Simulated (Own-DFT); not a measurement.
## Calculated data, GaP (zincblende, strained, atoms displaced)

All values are calculated (Own-DFT development build). A calculation, not a measurement: plane-wave PBE density functional theory by an unreviewed code, no spin, of a simulated periodic cell, stress positive in tension, free energy of the whole cell less one offset for each atom, forces on such cells passed a denser k mesh, this cell's mesh not checked; offsets are fitted by least squares, one for each functional and potential file, so energies compare only between cells with the same atoms and settings and are not formation energies; the far tail of each file's local potential was reset to the Coulomb form; each entry is a single point on an unrelaxed cell, so the pressure reflects the starting lattice, mostly measured values (interpolated for alloys), from which strain is counted, and rises with the displacements; printed positions are rounded, which can move forces by about a meV/angstrom; the program, named Own-DFT, is a retired in-house code; no spin-orbit coupling.

Settings shared by all entries: functional PBE; potential files PseudoDojo norm-conserving, scalar-relativistic, standard set; wave cutoff 42 hartree; occupations Fermi-Dirac; smearing width 0.1 eV; k mesh 3 x 3 x 3 centred on Gamma.

(1) 
```xyz
64
Lattice="10.8620 0.0000 0.0000 0.0000 10.8620 0.0000 0.0000 0.0000 10.9361" Properties=species:S:1:pos:R:3:force_x:R:1:force_y:R:1:force_z:R:1 formula=GaP free_energy_of_cell_above_offsets=-35.098 pressure=3.18 stress_xx=-3.36 stress_yy=-3.33 stress_zz=-2.85 stress_yz=-0.2 stress_xz=0.32 stress_xy=-0.03
Ga     0.0293    10.8388     0.0861     -0.273        0.3     -1.032
Ga    10.8603     2.7385     2.7163      -0.02      0.163     -0.053
Ga     2.7423     0.0375     2.7122     -0.589     -0.585      0.228
Ga     2.7479     2.7394    10.9290     -0.221     -0.067      0.116
P      1.3674     1.3647     1.3339      0.177      0.435      0.477
P      1.3664     4.1334     4.1214     -0.296     -0.549     -0.308
P      4.0641     1.3504     4.0522      0.536      0.446      0.586
P      4.0798     4.1122     1.3660     -0.062     -0.384      0.026
Ga     0.0007    10.8065     5.4636     -0.119      0.807      0.312
Ga    10.8510     2.7523     8.2302     -0.026     -0.435     -0.364
Ga     2.7367    10.8142     8.1730      0.132      0.592     -0.001
Ga     2.6759     2.7362     5.4484      0.323     -0.521      0.206
P      1.3563     1.3326     6.8711     -0.154      0.329     -0.334
P      1.3552     4.0684     9.5682      0.198      0.107       0.18
P      4.0559     1.3522     9.5859      0.172     -0.061     -0.341
P      4.1290     4.0320     6.8277     -0.889      0.344      0.009
Ga     0.0117     5.4213    10.9286      0.003      0.111      0.266
Ga    10.8596     8.1284     2.7492     -0.123      0.048       0.44
Ga     2.7368     5.4109     2.7753      0.009      0.526     -0.307
Ga     2.7004     8.1390    10.9303     -0.074      0.182     -0.251
P      1.3534     6.7974     1.3815       0.12     -0.325     -0.006
P      1.3431     9.4787     4.1897      0.421      0.074      -1.28
P      4.1360     6.7777     4.0931     -0.728     -0.216      0.654
P      4.0465     9.4711     1.3864      0.296      0.372     -0.308
Ga     0.0012     5.4344     5.4678     -0.097      0.473       0.21
Ga    10.8595     8.1322     8.2152     -0.033      0.166     -0.222
Ga     2.7371     5.4182     8.2323      0.032     -0.048     -0.432
Ga     2.7432     8.1647     5.4857     -0.123     -0.632     -0.318
P      1.3832     6.7969     6.8469     -0.031     -0.221     -0.008
P      1.3626     9.5549     9.5136     -0.261     -0.657      0.816
P      4.0907     6.7800     9.5663     -0.257     -0.091      0.242
P      4.0527     9.4934     6.7945      0.888      0.083      0.469
Ga     5.4552     0.0168    10.9171     -0.638     -0.153       0.48
Ga     5.4697     2.7487     2.6941     -0.236     -0.441      0.144
Ga     8.1115    10.8174     2.7235       0.62      0.431      0.233
Ga     8.1214     2.7125     0.0173      0.452     -0.191      -0.11
P      6.8204     1.3135     1.3512     -0.337      0.416      0.216
P      6.7968     4.0671     4.1075     -0.319      0.098      0.065
P      9.5256     1.3705     4.1014     -0.023     -0.479     -0.333
P      9.4409     4.1486     1.3662       0.66       -0.8     -0.201
Ga     5.4882     0.0017     5.4907     -0.196      0.209     -0.233
Ga     5.4122     2.7454     8.2248      0.232      -0.83     -0.094
Ga     8.1790    10.7910     8.2057     -0.294      0.493      0.354
Ga     8.1427     2.6956     5.4085      0.183      0.073      0.735
P      6.8400     1.3575     6.8890     -0.305      0.091     -0.283
P      6.8035     4.0114     9.5535     -0.141      0.783      0.306
P      9.5004     1.3702     9.5626      0.173     -0.378      0.471
P      9.5215     4.0996     6.8285     -0.324     -0.302     -0.046
Ga     5.4272     5.4055    10.9269      0.398      0.239      -0.13
Ga     5.3959     8.1042     2.7406      0.396      0.756     -0.042
Ga     8.1208     5.4043     2.7427     -0.371       0.79      0.091
Ga     8.1757     8.0987    10.8715     -0.491      0.734      0.845
P      6.7424     6.8301     1.3709      0.626     -0.593     -0.295
P      6.8349     9.4821     4.0967     -0.787     -0.092      0.028
P      9.4353     6.7849     4.1429      0.676     -0.222     -0.514
P      9.5314     9.5178     1.3982     -0.384     -0.636     -0.327
Ga     5.4445     5.4318     5.5284     -0.108     -0.321     -0.695
Ga     5.4236     8.0861     8.1907     -0.135      0.691     -0.047
Ga     8.1631     5.4363     8.2359      -0.38     -0.243      -0.56
Ga     8.1512     8.1498     5.4739     -0.282     -0.067      0.177
P      6.7539     6.7811     6.8125      0.852      0.126      0.542
P      6.7352     9.5135     9.5910      0.629     -0.601     -0.546
P      9.4910     6.7603     9.5782      0.576      0.103      -0.25
P      9.4815     9.5026     6.8108      0.347     -0.451      0.348
```

Units: free_energy_of_cell_above_offsets in eV; pressure, stress_xx, stress_yy, stress_zz, stress_yz, stress_xz, stress_xy in GPa; force_x, force_y, force_z in eV/Å.

(2) 
```xyz
64
Lattice="10.8620 0.0000 0.0000 0.0000 10.8620 0.0000 0.0000 0.0000 10.9361" Properties=species:S:1:pos:R:3:force_x:R:1:force_y:R:1:force_z:R:1 formula=GaP free_energy_of_cell_above_offsets=-34.981 pressure=3.19 stress_xx=-3.36 stress_yy=-3.37 stress_zz=-2.85 stress_yz=-0.2 stress_xz=-0.07 stress_xy=-0.34
Ga    10.8548     0.0246    10.8782      0.363     -0.138      0.769
Ga    10.8434     2.7557     2.7640     -0.173     -0.554     -0.253
Ga     2.6875    10.8488     2.8195      0.297       0.28     -0.694
Ga     2.7186     2.7148    10.9320     -0.156     -0.587      0.186
P      1.3456     1.3642     1.3860      -0.02     -0.065     -0.083
P      1.3344     4.0782     4.0922      0.381      0.035      0.349
P      4.0365     1.3864     4.1350      0.751     -0.045     -0.436
P      4.0053     4.0456     1.3567      0.881      0.591      0.088
Ga     0.0465     0.0453     5.4832     -0.944       -0.5     -0.161
Ga    10.8289     2.7430     8.2640      0.723     -0.069     -0.732
Ga     2.6970    10.8605     8.2154      0.088      0.193      0.215
Ga     2.7064     2.6993     5.4893     -0.016      0.563      0.079
P      1.3544     1.3484     6.8143      0.008      0.526      0.922
P      1.4089     4.0608     9.5804     -0.816      0.008      0.242
P      4.1127     1.3494     9.6179     -0.726     -0.134     -0.355
P      4.0667     4.1124     6.8689     -0.076     -0.564     -0.088
Ga    10.8492     5.4254     0.0110     -0.153      0.024     -0.373
Ga     0.0082     8.1259     2.7580      0.269        0.5     -0.523
Ga     2.7602     5.4193     2.7781     -0.901     -0.235     -0.748
Ga     2.6946     8.1151     0.0595      0.432      0.678     -0.362
P      1.3479     6.7791     1.3419      0.024     -0.332      0.794
P      1.3355     9.5210     4.1216       0.11     -0.622      0.245
P      4.0433     6.7781     4.0419      0.558      0.174      1.099
P      4.1144     9.5289     1.4023     -0.708     -0.128     -0.001
Ga    10.8600     5.4492     5.4466       0.12     -0.148      0.098
Ga     0.0313     8.1177     8.2048     -0.065      0.429     -0.502
Ga     2.7141     5.4098     8.2716      0.378      0.691     -0.374
Ga     2.7291     8.1164     5.4901     -0.057      0.349     -0.269
P      1.3746     6.7680     6.8119     -0.008      -0.14       0.47
P      1.3353     9.5059     9.5785      0.436     -0.254      0.001
P      4.1108     6.8411     9.6007     -0.242     -0.351     -0.116
P      4.0506     9.5321     6.8433      0.294     -0.404     -0.102
Ga     5.4355    10.8572     0.0056      0.459      -0.12       0.16
Ga     5.4630     2.7854     2.7082     -0.557     -0.546      0.218
Ga     8.1085    10.8384     2.7190      0.293      0.181      0.243
Ga     8.2427     2.6879    10.9346     -0.918      -0.46      -0.63
P      6.8115     1.3758     1.3944     -0.095     -0.031     -0.497
P      6.7674     4.0705     4.1453      0.477      0.455     -0.648
P      9.4624     1.3465     4.1197      0.175      0.088     -0.089
P      9.4690     4.0270     1.3378      0.599      0.811      0.555
Ga     5.4340    10.8335     5.4453     -0.154      0.385      0.145
Ga     5.4076     2.6636     8.2190     -0.103      0.732       0.12
Ga     8.1510    10.8509     8.1908     -0.338     -0.337     -0.163
Ga     8.1216     2.7374     5.4654      0.122     -0.452      0.455
P      6.7452     1.3611     6.8917      0.502     -0.255     -0.756
P      6.7528     4.0587     9.6084      0.603     -0.337     -0.266
P      9.5521     1.2963     9.4931     -0.679      0.515      0.535
P      9.5381     4.0712     6.8288     -0.312      0.029     -0.076
Ga     5.4675     5.4463     0.0273     -0.567     -0.147      0.071
Ga     5.4085     8.1595     2.7827      0.057     -0.358     -0.713
Ga     8.1705     5.4804     2.7163     -0.116     -0.782      0.265
Ga     8.1241     8.1636     0.0073      0.484          0      0.262
P      6.8027     6.7698     1.4005     -0.254        0.6     -0.089
P      6.7633     9.4697     4.0680      0.414      0.204      0.654
P      9.5489     6.7846     4.0560     -0.709      0.162       0.75
P      9.5408     9.5624     1.3932       -0.3     -0.571     -0.373
Ga     5.4340     5.4067     5.4692      -0.38      0.446       0.06
Ga     5.4600     8.1556     8.1702     -0.577     -0.038      0.008
Ga     8.1293     5.3797     8.1754      0.219       0.21      0.589
Ga     8.1293     8.1578     5.5128     -0.216     -0.628     -0.747
P      6.7742     6.7571     6.8655      0.093      0.071     -0.555
P      6.7781     9.4531     9.5462       0.17      0.774      0.315
P      9.5217     6.8512     9.5346     -0.476      -0.98      0.412
P      9.4558     9.4662     6.8043      1.031      0.613      0.403
```

Units: free_energy_of_cell_above_offsets in eV; pressure, stress_xx, stress_yy, stress_zz, stress_yz, stress_xz, stress_xy in GPa; force_x, force_y, force_z in eV/Å.

(3) 
```xyz
64
Lattice="10.8620 0.0000 0.0000 0.0000 10.8620 0.0000 0.0000 0.0000 10.9361" Properties=species:S:1:pos:R:3:force_x:R:1:force_y:R:1:force_z:R:1 formula=GaP free_energy_of_cell_above_offsets=-34.868 pressure=3.25 stress_xx=-3.36 stress_yy=-3.44 stress_zz=-2.94 stress_yz=0.32 stress_xz=-0.37 stress_xy=0.5
Ga    10.8327    10.8382    10.9218      0.361      0.443       0.17
Ga    10.7965     2.7445     2.7458      0.988     -0.583      0.191
Ga     2.7019     0.0018     2.7203      0.192     -0.101      0.188
Ga     2.7173     2.7720     0.0473      0.208     -0.443     -0.004
P      1.4044     1.3772     1.3880     -0.993      0.019     -0.155
P      1.3677     4.1082     4.0835      -0.63      -0.29      0.213
P      4.1096     1.3498     4.0757      -1.13       0.39     -0.097
P      4.0780     4.0917     1.3828      0.329      0.239      0.137
Ga     0.0064    10.8227     5.4398     -0.232      0.202      0.471
Ga    10.8534     2.6599     8.1799      0.323      0.517      0.276
Ga     2.7101     0.0302     8.2401      0.369     -0.606     -0.058
Ga     2.7279     2.7660     5.4167     -0.095     -0.675      0.402
P      1.3780     1.2894     6.8630     -0.213      0.684     -0.842
P      1.3928     4.0920     9.6411     -0.826     -0.147     -0.797
P      4.0403     1.3476     9.6219      0.394      0.633     -0.368
P      4.0357     4.0377     6.8959      0.542      0.263     -0.769
Ga    10.8229     5.4468     0.0142      0.599      0.199      -0.04
Ga     0.0247     8.1641     2.7219     -0.295     -0.184      0.024
Ga     2.6890     5.4481     2.7535       0.36      0.163     -0.363
Ga     2.7379     8.1258    10.9119      0.257      0.227      0.358
P      1.3794     6.8306     1.3682     -0.278     -0.394     -0.114
P      1.3316     9.5017     4.0916      0.325      0.231     -0.262
P      4.0387     6.7975     4.1336      0.374     -0.001     -0.395
P      4.0848     9.5074     1.3957      -0.02       -0.2      -0.33
Ga    10.8222     5.4217     5.4825      0.818      0.096      0.288
Ga    10.8502     8.1194     8.2626      0.617       0.36     -0.845
Ga     2.6984     5.3896     8.1812        0.1      0.378      0.578
Ga     2.6717     8.1620     5.4156      0.404      0.176      0.577
P      1.4342     6.7895     6.8285     -1.099     -0.068      0.151
P      1.3879     9.4946     9.5953     -0.421      0.081     -0.196
P      4.0775     6.7843     9.5620      0.414     -0.298     -0.184
P      4.0699     9.4995     6.8337     -0.108      0.403     -0.293
Ga     5.4248    10.8495    10.8969     -0.001      0.035      0.571
Ga     5.4081     2.6818     2.7355      0.338      0.437     -0.225
Ga     8.1643     0.0126     2.7379     -0.289     -0.159     -0.183
Ga     8.0852     2.7702    10.9202      0.617     -0.602      0.554
P      6.7764     1.3567     1.3727      0.111     -0.018     -0.292
P      6.8225     3.9966     4.1211     -0.727      0.893     -0.303
P      9.4936     1.3461     4.1036      0.237      0.068      0.174
P      9.5655     4.0598     1.3658     -1.282      0.468     -0.176
Ga     5.3855     0.0834     5.4205      0.719     -0.931      0.871
Ga     5.4610     2.7531     8.2078     -0.503     -0.601      0.313
Ga     8.1920     0.0132     8.2288     -0.592     -0.406     -0.585
Ga     8.1621     2.7153     5.4622     -0.045     -0.417      0.324
P      6.7869     1.3864     6.8641      0.144     -0.331     -0.243
P      6.7923     4.0870     9.5831      0.163      0.059     -0.528
P      9.4535     1.3680     9.5459      0.536      0.258      0.672
P      9.4863     4.0624     6.8153      0.235      -0.04      0.477
Ga     5.5164     5.4045    10.9199     -1.016      0.624       0.48
Ga     5.4476     8.1619     2.7727     -0.531      0.037      0.084
Ga     8.0996     5.4463     2.7267      0.726     -0.278      0.465
Ga     8.1179     8.1427    10.9215      0.248     -0.176       0.51
P      6.7548     6.8056     1.4283      0.312     -0.072     -0.711
P      6.7909     9.5125     4.0891      0.335      0.042      0.672
P      9.5571     6.8092     4.1630     -0.427     -0.242     -1.085
P      9.5006     9.5019     1.3725     -0.105     -0.126     -0.073
Ga     5.4172     5.4668     5.4808     -0.131     -0.885      -0.09
Ga     5.4538     8.1489     8.1552      -0.05      0.021      0.448
Ga     8.1307     5.4318     8.2010       0.32     -0.213      0.004
Ga     8.2292     8.1243     5.5069     -1.387     -0.279     -0.603
P      6.7902     6.7290     6.8420      0.204      0.715       -0.2
P      6.8222     9.5127     9.6019     -0.363     -0.084      -0.73
P      9.5018     6.7951     9.5490     -0.431     -0.355      0.455
P      9.4602     9.4527     6.8015      0.998      0.845       1.04
```

Units: free_energy_of_cell_above_offsets in eV; pressure, stress_xx, stress_yy, stress_zz, stress_yz, stress_xz, stress_xy in GPa; force_x, force_y, force_z in eV/Å.

(4) 
```xyz
64
Lattice="10.8620 0.0000 0.0000 0.0000 10.8620 0.0000 0.0000 0.0000 10.9361" Properties=species:S:1:pos:R:3:force_x:R:1:force_y:R:1:force_z:R:1 formula=GaP free_energy_of_cell_above_offsets=-35.064 pressure=3.2 stress_xx=-3.38 stress_yy=-3.36 stress_zz=-2.86 stress_yz=0.07 stress_xz=0.21 stress_xy=0.07
Ga    10.8508    10.8009    10.9115     -0.404      0.861      0.362
Ga     0.0215     2.7096     2.7710     -0.323      0.131     -0.421
Ga     2.7229     0.0146     2.8066     -0.504     -0.424     -1.219
Ga     2.7283     2.7736     0.0140      0.139     -0.485      0.228
P      1.3439     1.3756     1.3961      0.231     -0.477     -0.403
P      1.3558     4.0465     4.0945      0.187       0.46       0.24
P      4.0528     1.3177     4.0546       0.53      0.722      0.772
P      4.1276     4.0802     1.4088     -0.419     -0.001     -0.108
Ga    10.8426     0.0079     5.4867      0.208      0.149      0.061
Ga     0.0729     2.6893     8.1681      -1.03      0.538      0.488
Ga     2.7028    10.8579     8.2161      0.136     -0.005     -0.016
Ga     2.7337     2.7058     5.4496     -0.136     -0.041      0.115
P      1.3498     1.3756     6.8641      0.574     -0.545     -0.789
P      1.3604     4.0333     9.5619       0.13      0.625     -0.069
P      4.0887     1.3814     9.5548     -0.389     -0.223      0.255
P      4.0762     4.0725     6.8178      0.451     -0.305      -0.04
Ga    10.8282     5.3918    10.9293      0.434      0.013     -0.134
Ga     0.0062     8.1814     2.7665      0.163     -0.573     -0.085
Ga     2.7065     5.4456     2.7225      -0.05     -0.233      0.003
Ga     2.7276     8.1766     0.0169      -0.62     -0.286     -0.214
P      1.3400     6.7510     1.3456      0.003      0.504      0.177
P      1.3820     9.5177     4.1438      -0.41      0.032     -0.128
P      4.0466     6.7818     4.0844      0.342      0.214      0.344
P      4.0669     9.5279     1.3158     -0.068     -0.047      0.962
Ga    10.8468     5.3974     5.4949      0.186      0.182     -0.161
Ga     0.0041     8.0849     8.2212     -0.315      0.163      -0.18
Ga     2.7321     5.4073     8.1455      0.119     -0.083      0.946
Ga     2.7139     8.1822     5.4902      0.137     -0.589       0.08
P      1.3754     6.7544     6.8822     -0.164      0.414      -0.75
P      1.2902     9.4905     9.5453      0.942     -0.141      0.047
P      4.0754     6.7789     9.6322     -0.319      0.255     -0.922
P      4.1145     9.5436     6.7853     -0.643     -0.396      0.888
Ga     5.3996    10.8508    10.9282       0.36      0.459     -0.188
Ga     5.4421     2.7267     2.7962      0.276     -0.203     -0.429
Ga     8.1342     0.0153     2.7491      0.373      0.052     -0.115
Ga     8.1771     2.6882     0.0189     -0.461      0.703     -0.095
P      6.8021     1.3674     1.3356     -0.402     -0.113      0.552
P      6.7859     4.0857     4.1620      0.166      0.216     -0.936
P      9.5281     1.4072     4.1414     -0.514     -0.394     -0.215
P      9.5112     4.0680     1.3526     -0.211     -0.088      0.646
Ga     5.3927    10.8475     5.4313      0.668      0.652      0.098
Ga     5.4632     2.6615     8.1896     -0.321      0.565     -0.038
Ga     8.1465     0.0152     8.2166      0.294      0.334      -0.29
Ga     8.1005     2.7478     5.4629      0.805     -0.052       0.33
P      6.8108     1.3910     6.8196      -0.29     -0.804     -0.254
P      6.7624     4.0663     9.5547      0.131     -0.142      0.314
P      9.4641     1.4364     9.5616      0.879     -0.917     -0.224
P      9.4843     4.1087     6.8666      0.268     -0.767     -0.239
Ga     5.4088     5.4325    10.9280      0.377     -0.307      0.154
Ga     5.4389     8.1386     2.7052     -0.353      0.162      0.145
Ga     8.1429     5.4840     2.7195      0.098     -0.802      0.094
Ga     8.1247     8.1155     0.0169       0.09      0.067      -0.27
P      6.7727     6.7605     1.3785     -0.099       0.23     -0.337
P      6.7724     9.5144     4.1096     -0.022     -0.063     -0.383
P      9.4878     6.7621     4.1084      0.416      0.393      0.098
P      9.4977     9.4434     1.3750     -0.153      0.638      0.138
Ga     5.4817     5.4334     5.4831     -0.787       0.32     -0.018
Ga     5.4152     8.1615     8.2126      0.173      0.041      0.186
Ga     8.0591     5.3897     8.1322       0.55       0.51      0.894
Ga     8.1179     8.1464     5.4277      0.499      0.233      0.411
P      6.7934     6.8142     6.8231     -0.277      0.227      0.107
P      6.8212     9.5681     9.5666     -0.391     -0.807      0.184
P      9.5240     6.7658     9.6004     -0.866     -0.181     -0.536
P      9.5304     9.5249     6.8583     -0.394     -0.572     -0.116
```

Units: free_energy_of_cell_above_offsets in eV; pressure, stress_xx, stress_yy, stress_zz, stress_yz, stress_xz, stress_xy in GPa; force_x, force_y, force_z in eV/Å.
